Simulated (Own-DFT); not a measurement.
Simulation results for Al₃GaN₄ (wurtzite random alloy, strained, atoms displaced), AlGa₃N₄ (wurtzite random alloy, strained, atoms displaced)

A calculation, not a measurement: plane-wave density functional theory by an unreviewed code, no spin, of a simulated periodic cell, stress positive in tension, run twice, with PBE and with PBEsol, both on files made for PBE, so the change isn't that of files made for PBEsol, forces on such cells passed a denser k mesh, this cell's mesh not checked; the far tail of each file's local potential was reset to the Coulomb form; each entry is a single point on an unrelaxed cell, so the pressure reflects the starting lattice, mostly measured values (interpolated for alloys), from which strain is counted, and rises with the displacements; printed positions are rounded, which can move forces by about a meV/angstrom; the program, named Own-DFT, is a retired in-house code; no spin-orbit coupling; stress was not checked against mesh or cutoff. Program: Own-DFT development build.

Settings shared by all entries: functional PBE, then PBEsol; potential files PseudoDojo norm-conserving, scalar-relativistic, standard set; wave cutoff 42 hartree; occupations Fermi-Dirac; smearing width 0.1 eV; k mesh 4 x 4 x 3 centred on Gamma.

(1) Al₃GaN₄ (wurtzite random alloy, strained, atoms displaced)

```
CELL_PARAMETERS angstrom
9.44070 0.00000 0.00000
-4.72040 8.17590 0.00000
0.00000 0.00000 10.06550
ATOMIC_POSITIONS crystal
Al 0.11065 0.21922 0.99801
Al 0.21339 0.11009 0.24074
N 0.11862 0.22325 0.18917
N 0.22940 0.11930 0.44245
Al 0.11875 0.23101 0.50544
Al 0.21927 0.11716 0.74186
N 0.11914 0.22805 0.68682
N 0.21471 0.10880 0.93892
Ga 0.10675 0.54880 0.99748
Al 0.22352 0.44181 0.25010
N 0.10743 0.55694 0.18946
N 0.21585 0.44585 0.43828
Al 0.12013 0.55144 0.50532
Al 0.23257 0.43853 0.75418
N 0.10783 0.56018 0.69652
N 0.21040 0.43566 0.93462
Ga 0.11074 0.88679 0.00622
Ga 0.21587 0.77072 0.24269
N 0.11091 0.89317 0.19699
N 0.22310 0.78186 0.43478
Al 0.12782 0.89195 0.49627
Al 0.21948 0.77200 0.75140
N 0.10580 0.89109 0.68896
N 0.22079 0.77878 0.93851
Al 0.44280 0.22163 0.00203
Al 0.55264 0.10396 0.25383
N 0.44881 0.21457 0.19647
N 0.54971 0.11458 0.44334
Al 0.45579 0.22203 0.49584
Al 0.56485 0.12311 0.73858
N 0.44203 0.21298 0.68493
N 0.56538 0.10451 0.93676
Al 0.45275 0.56066 0.00251
Al 0.56210 0.45222 0.24361
N 0.44758 0.55451 0.19052
N 0.55389 0.45342 0.44005
Al 0.44575 0.55091 0.50050
Al 0.55164 0.43562 0.74339
N 0.44156 0.56733 0.68803
N 0.54870 0.43803 0.93549
Ga 0.44623 0.88277 0.00436
Ga 0.56483 0.76447 0.25367
N 0.44231 0.88398 0.19589
N 0.55236 0.77794 0.44183
Al 0.44698 0.88569 0.50670
Al 0.56117 0.77655 0.74242
N 0.45179 0.89563 0.69120
N 0.55912 0.76371 0.93718
Ga 0.78090 0.22882 0.00342
Al 0.87970 0.10716 0.25634
N 0.77095 0.21146 0.19110
N 0.89472 0.11613 0.44058
Al 0.77656 0.23386 0.50169
Al 0.89154 0.11385 0.75398
N 0.78797 0.21945 0.68669
N 0.89631 0.10615 0.94206
Ga 0.77598 0.55202 0.00025
Al 0.90297 0.45221 0.24509
N 0.76586 0.54537 0.19041
N 0.90495 0.45545 0.43292
Al 0.78546 0.56802 0.49632
Ga 0.89812 0.44670 0.75847
N 0.77566 0.55102 0.69236
N 0.89618 0.43538 0.93782
Al 0.78309 0.89251 0.99326
Ga 0.89163 0.78410 0.25052
N 0.77997 0.88935 0.19404
N 0.89414 0.78072 0.44443
Al 0.78055 0.88687 0.50718
Al 0.89284 0.78048 0.75425
N 0.76833 0.87574 0.69342
N 0.89732 0.78067 0.93453
```

| Property | Result |
| --- | --- |
| PBE pressure | 4.67 GPa |
| PBE stress xx | -4.36 GPa |
| PBE stress yy | -3.92 GPa |
| PBE stress zz | -5.72 GPa |
| PBE stress yz | 0.15 GPa |
| PBE stress xz | 1.03 GPa |
| PBE stress xy | -0.13 GPa |
| PBEsol pressure | 1.59 GPa |
| PBEsol stress xx | -1.34 GPa |
| PBEsol stress yy | -0.88 GPa |
| PBEsol stress zz | -2.55 GPa |
| PBEsol stress yz | 0.16 GPa |
| PBEsol stress xz | 1.05 GPa |
| PBEsol stress xy | -0.07 GPa |
| rms change of force components from PBE to PBEsol | 0.062 eV/Å |

Force:
```tsv
force element	PBE force x (eV/Å)	PBE force y (eV/Å)	PBE force z (eV/Å)	PBEsol force x (eV/Å)	PBEsol force y (eV/Å)	PBEsol force z (eV/Å)
Al	0.127	0.329	0.609	0.108	0.34	0.626
Al	2.48	0.732	2.389	2.491	0.729	2.387
N	-2.259	0.552	-0.495	-2.283	0.546	-0.495
N	-0.144	-0.317	-0.471	-0.139	-0.311	-0.47
Al	-0.129	-1.288	-1.967	-0.132	-1.281	-1.973
Al	1.606	-1.904	0.87	1.613	-1.903	0.869
N	-1.202	-0.11	0.89	-1.22	-0.111	0.9
N	1.385	1.062	-0.447	1.382	0.891	-0.4
Ga	1.275	1.633	0.236	1.238	1.593	0.233
Al	-0.326	0.12	-0.08	-0.333	0.151	-0.094
N	2.055	-1.554	-0.798	2.089	-1.331	-0.902
N	2.349	-0.237	-0.1	2.356	-0.244	-0.107
Al	-2.336	1.829	0.038	-2.342	1.839	0.045
Al	-1.89	1.36	-0.588	-1.912	1.361	-0.605
N	2.917	-0.386	-1.496	2.746	-0.521	-1.398
N	2.348	0.291	1.129	2.184	0.386	1.203
Ga	0.292	0.584	-0.873	0.28	0.549	-0.858
Ga	0.745	1.676	1.446	0.734	1.63	1.421
N	0.244	-0.188	-0.764	0.238	-0.388	-0.819
N	1.855	-1.203	1.502	1.871	-1.23	1.311
Al	-2.322	0.912	0.781	-2.34	0.92	0.766
Al	-0.074	2.181	-0.258	-0.077	2.196	-0.26
N	1.238	0.055	-0.159	1.24	0.054	-0.159
N	0.603	-0.588	0.037	0.585	-0.577	0.212
Al	0.641	-1.159	-0.159	0.661	-1.175	-0.152
Al	0.02	-0.044	-0.103	0.03	-0.052	-0.103
N	-1.587	1.069	-1.212	-1.588	1.07	-1.185
N	3.323	-1.226	-0.403	3.332	-1.261	-0.398
Al	-3.625	1.43	-0.012	-3.638	1.462	-0.013
Al	0.747	-1.895	1.778	0.76	-1.871	1.777
N	-0.678	1.54	0.205	-0.697	1.517	0.193
N	-2.121	1.093	-0.826	-1.975	1.022	-0.709
Al	-0.803	-1.91	-0.635	-0.826	-1.918	-0.614
Al	-1.218	-2.925	1.772	-1.244	-2.923	1.775
N	-0.739	-1.765	-0.887	-0.732	-1.557	-0.798
N	2.174	-0.914	-0.477	2.188	-0.922	-0.483
Al	-1.679	1.19	-0.014	-1.703	1.19	-0.03
Al	-0.02	0.982	0.179	-0.035	0.983	0.169
N	1.346	-2.599	-0.338	1.351	-2.584	-0.338
N	-0.096	-0.135	0.07	0.027	-0.053	0.112
Ga	0.305	0.239	-0.674	0.293	0.238	-0.647
Ga	-2.165	1.995	0.362	-2.122	1.945	0.357
N	0.889	0.185	-0.155	0.853	0.026	-0.228
N	1.22	-0.342	1.253	1.239	-0.358	1.081
Al	-0.978	0.467	-1.189	-0.984	0.477	-1.214
Al	-2.102	0.455	1.698	-2.127	0.465	1.714
N	-0.322	-0.79	0.223	-0.323	-0.784	0.249
N	-0.033	1.81	-0.307	-0.141	1.89	-0.288
Ga	0.418	-2.644	0.121	0.404	-2.593	0.119
Al	1.218	0.497	-0.402	1.24	0.498	-0.422
N	0.378	1.479	1.245	0.361	1.499	1.058
N	-0.614	-0.425	1.052	-0.616	-0.412	1.076
Al	1.497	-0.437	-1.148	1.488	-0.427	-1.159
Al	0.591	-0.913	-0.523	0.607	-0.91	-0.524
N	-1.158	0.4	0.076	-1.151	0.541	0.131
N	-0.723	0.482	-0.756	-0.83	0.562	-0.706
Ga	0.016	0.222	-0.914	0.019	0.226	-0.878
Al	-2.626	-2.112	1.243	-2.65	-2.112	1.205
N	2.827	1.428	-0.138	2.856	1.563	-0.269
N	-1.407	-0.606	0.903	-1.389	-0.588	0.897
Al	0.476	-1.594	0.67	0.482	-1.619	0.656
Ga	-1.598	-0.684	-2.447	-1.544	-0.66	-2.381
N	-0.442	0.472	-0.489	-0.304	0.413	-0.431
N	-2.369	1.24	1.502	-2.312	1.211	1.463
Al	-0.105	-1.239	0.846	-0.115	-1.256	0.87
Ga	0.107	-1.236	0.813	0.101	-1.198	0.798
N	0.019	1.051	-1.876	0.028	0.85	-1.755
N	-0.027	0.883	0.043	-0.009	0.914	-0.112
Al	-0.261	0.735	-0.947	-0.267	0.738	-0.974
Al	-0.051	-0.896	-1.617	-0.045	-0.912	-1.626
N	1.941	2.334	-0.2	1.954	2.334	-0.184
N	-1.44	-0.729	1.365	-1.281	-0.774	1.494
```

(2) AlGa₃N₄ (wurtzite random alloy, strained, atoms displaced)

```
CELL_PARAMETERS angstrom
9.39040 0.00000 0.00000
-4.69520 8.13230 0.00000
0.00000 0.00000 10.26850
ATOMIC_POSITIONS crystal
Ga 0.11544 0.22363 0.00000
Ga 0.22665 0.11342 0.24886
N 0.09751 0.21722 0.19249
N 0.22602 0.12260 0.44094
Ga 0.10902 0.21504 0.50101
Ga 0.22424 0.10689 0.75635
N 0.10912 0.22139 0.69343
N 0.21432 0.10624 0.94308
Al 0.10415 0.55497 0.99584
Ga 0.22578 0.45398 0.24384
N 0.10113 0.54713 0.18817
N 0.23680 0.44977 0.43705
Ga 0.10281 0.55121 0.50248
Al 0.23317 0.45062 0.75020
N 0.11779 0.55268 0.68243
N 0.22610 0.44698 0.93945
Al 0.10922 0.88441 0.00037
Al 0.21837 0.78068 0.25194
N 0.12009 0.89732 0.19693
N 0.22146 0.77086 0.43108
Al 0.11710 0.89457 0.50065
Ga 0.22336 0.78512 0.75351
N 0.11210 0.88501 0.69114
N 0.22959 0.78344 0.93611
Ga 0.45262 0.22725 0.99991
Ga 0.55366 0.10643 0.24727
N 0.44363 0.22084 0.18575
N 0.56110 0.11427 0.44333
Ga 0.43605 0.21613 0.50282
Ga 0.56463 0.11534 0.74611
N 0.43760 0.21761 0.69289
N 0.55807 0.11658 0.94100
Ga 0.44087 0.55800 0.99366
Ga 0.56215 0.44246 0.24534
N 0.45001 0.54984 0.18982
N 0.55130 0.44521 0.43920
Ga 0.45224 0.55644 0.49193
Ga 0.56740 0.44886 0.74621
N 0.43596 0.55830 0.69086
N 0.57033 0.45896 0.94224
Ga 0.44072 0.89008 0.00169
Al 0.55783 0.77266 0.24786
N 0.43980 0.89143 0.19467
N 0.56066 0.78003 0.43609
Ga 0.43915 0.88685 0.50115
Al 0.56404 0.78577 0.75874
N 0.44794 0.88441 0.68339
N 0.55948 0.77631 0.93907
Ga 0.78069 0.22015 0.00125
Al 0.89469 0.11282 0.25003
N 0.77443 0.21691 0.19024
N 0.89158 0.11480 0.44444
Ga 0.76682 0.21329 0.49603
Ga 0.88960 0.10460 0.75214
N 0.77782 0.22379 0.69107
N 0.88368 0.11426 0.94085
Ga 0.77483 0.56099 0.99981
Ga 0.89840 0.44941 0.24511
N 0.77365 0.54823 0.18963
N 0.89312 0.44388 0.43649
Ga 0.78094 0.55412 0.50248
Ga 0.89185 0.44411 0.75151
N 0.77150 0.55132 0.68911
N 0.89198 0.43592 0.94231
Ga 0.77782 0.89090 0.00583
Ga 0.89601 0.78748 0.25062
N 0.77802 0.89402 0.18805
N 0.88523 0.78019 0.44229
Al 0.78442 0.89673 0.49910
Ga 0.87773 0.77358 0.74791
N 0.78371 0.88867 0.68459
N 0.88544 0.77808 0.94458
```

| Quantity | Value |
| --- | --- |
| PBE pressure | 12.91 GPa |
| PBE stress xx | -17.79 GPa |
| PBE stress yy | -12.75 GPa |
| PBE stress zz | -8.18 GPa |
| PBE stress yz | 0.19 GPa |
| PBE stress xz | 0.33 GPa |
| PBE stress xy | -2.66 GPa |
| PBEsol pressure | 7.81 GPa |
| PBEsol stress xx | -12.54 GPa |
| PBEsol stress yy | -7.67 GPa |
| PBEsol stress zz | -3.22 GPa |
| PBEsol stress yz | 0.21 GPa |
| PBEsol stress xz | 0.33 GPa |
| PBEsol stress xy | -2.6 GPa |
| rms change of force components from PBE to PBEsol | 0.075 eV/Å |

Force:
```tsv
force element	PBE force x (eV/Å)	PBE force y (eV/Å)	PBE force z (eV/Å)	PBEsol force x (eV/Å)	PBEsol force y (eV/Å)	PBEsol force z (eV/Å)
Ga	-1.364	0.015	0.598	-1.321	0.014	0.585
Ga	-1.039	1.56	0.578	-1.013	1.526	0.56
N	2.293	1.157	-0.845	2.454	1.256	-0.92
N	0.632	-3.357	-0.896	0.62	-3.147	-0.909
Ga	-0.839	2.743	0.973	-0.811	2.684	0.946
Ga	-1.452	0.338	-0.143	-1.419	0.332	-0.139
N	0.923	0.84	0.069	0.893	0.672	0.023
N	1.534	-0.653	0.294	1.49	-0.472	0.225
Al	1.568	0.165	0.592	1.591	0.181	0.6
Ga	0.799	-1.392	1.493	0.787	-1.383	1.468
N	2.168	3.843	-2.42	2.113	3.626	-2.266
N	-2.457	-1.114	-0.451	-2.4	-1.085	-0.44
Ga	2.427	0.076	-0.868	2.374	0.085	-0.848
Al	-1.741	-1.59	0.011	-1.751	-1.621	0.039
N	-0.607	0.377	2.371	-0.74	0.434	2.256
N	-1.92	0.089	-0.826	-1.748	0.027	-0.705
Al	-0.167	0.678	0.437	-0.164	0.674	0.448
Al	1.047	-0.961	-0.303	1.044	-0.985	-0.312
N	-0.103	-1.86	-2.234	-0.262	-1.715	-2.12
N	-1.677	1.382	0.816	-1.526	1.292	0.951
Al	-0.286	-0.796	-0.262	-0.27	-0.793	-0.261
Ga	1.735	-1.472	-1.249	1.692	-1.42	-1.226
N	-1.377	0.269	-1.511	-1.33	0.267	-1.325
N	-2.145	-1.589	1.378	-1.961	-1.484	1.247
Ga	-1.159	0.32	-0.302	-1.119	0.308	-0.28
Ga	0.069	1.267	1.049	0.064	1.242	1.005
N	0.302	0.033	0.277	0.301	0.035	0.275
N	-3.011	-1.491	-1.465	-2.939	-1.464	-1.428
Ga	1.428	1.617	0.299	1.384	1.595	0.289
Ga	-1.457	-1.107	0.859	-1.43	-1.069	0.836
N	1.241	0.776	-0.313	1.222	0.755	-0.314
N	0.388	-0.985	-0.859	0.381	-0.962	-0.832
Ga	1.459	-0.336	1.366	1.443	-0.335	1.342
Ga	-1.04	-0.707	1.596	-1.028	-0.693	1.547
N	-1.155	1.706	-1.013	-1.138	1.517	-1.034
N	2.838	-1.309	-0.485	2.769	-1.27	-0.468
Ga	-1.413	1.285	1.902	-1.392	1.243	1.847
Ga	-3.958	-1.477	1.246	-3.853	-1.442	1.218
N	2.862	1.425	0.023	2.989	1.391	-0.095
N	-2.485	-2.454	-1.634	-2.423	-2.402	-1.594
Ga	1.444	0.752	0.621	1.404	0.75	0.597
Al	-0.718	0.475	0.672	-0.727	0.468	0.65
N	0.736	-2.721	-0.785	0.747	-2.502	-0.86
N	0.558	1.126	-0.65	0.426	1.021	-0.54
Ga	1.111	-0.536	-0.916	1.092	-0.531	-0.885
Al	-0.526	-1.173	-2.058	-0.497	-1.157	-2.05
N	0.164	0.497	1.916	0.022	0.565	1.81
N	-0.957	1.33	-0.345	-0.936	1.289	-0.15
Ga	-1.338	0.067	1.08	-1.318	0.069	1.044
Al	-2.388	-0.515	1.076	-2.401	-0.527	1.1
N	1.1	0.173	0.378	0.949	0.237	0.311
N	-0.195	-1.205	-1.766	-0.187	-1.011	-1.655
Ga	2.429	2.265	1.352	2.377	2.221	1.325
Ga	-0.503	1.258	0.141	-0.479	1.234	0.132
N	1.2	0.015	-0.956	1.156	0.007	-0.928
N	2.14	-1.21	-0.696	2.088	-1.187	-0.68
Ga	2.762	-0.346	1.342	2.661	-0.343	1.311
Ga	-2.787	-2.328	1.475	-2.725	-2.279	1.444
N	1.457	2.228	-0.466	1.423	2.171	-0.463
N	-1.368	-0.739	-0.192	-1.336	-0.712	-0.175
Ga	-0.602	-0.2	-1.141	-0.596	-0.195	-1.116
Ga	0.644	0.163	0.029	0.615	0.137	0.02
N	2.777	1.189	-0.561	2.706	1.164	-0.548
N	-0.997	2.116	-0.723	-1.133	1.955	-0.777
Ga	-0.027	0.578	-0.533	-0.026	0.551	-0.517
Ga	-0.59	-1.372	0.455	-0.581	-1.338	0.448
N	-0.206	-0.172	1.297	-0.062	-0.241	1.151
N	1.372	0.947	0.149	1.376	0.778	0.048
Al	-0.958	-0.959	-0.136	-0.962	-0.955	-0.115
Ga	1.982	0.13	0.907	1.932	0.135	0.881
N	-2.166	-0.246	-0.219	-1.986	-0.178	-0.087
N	1.589	1.107	-0.894	1.41	0.994	-0.916
```
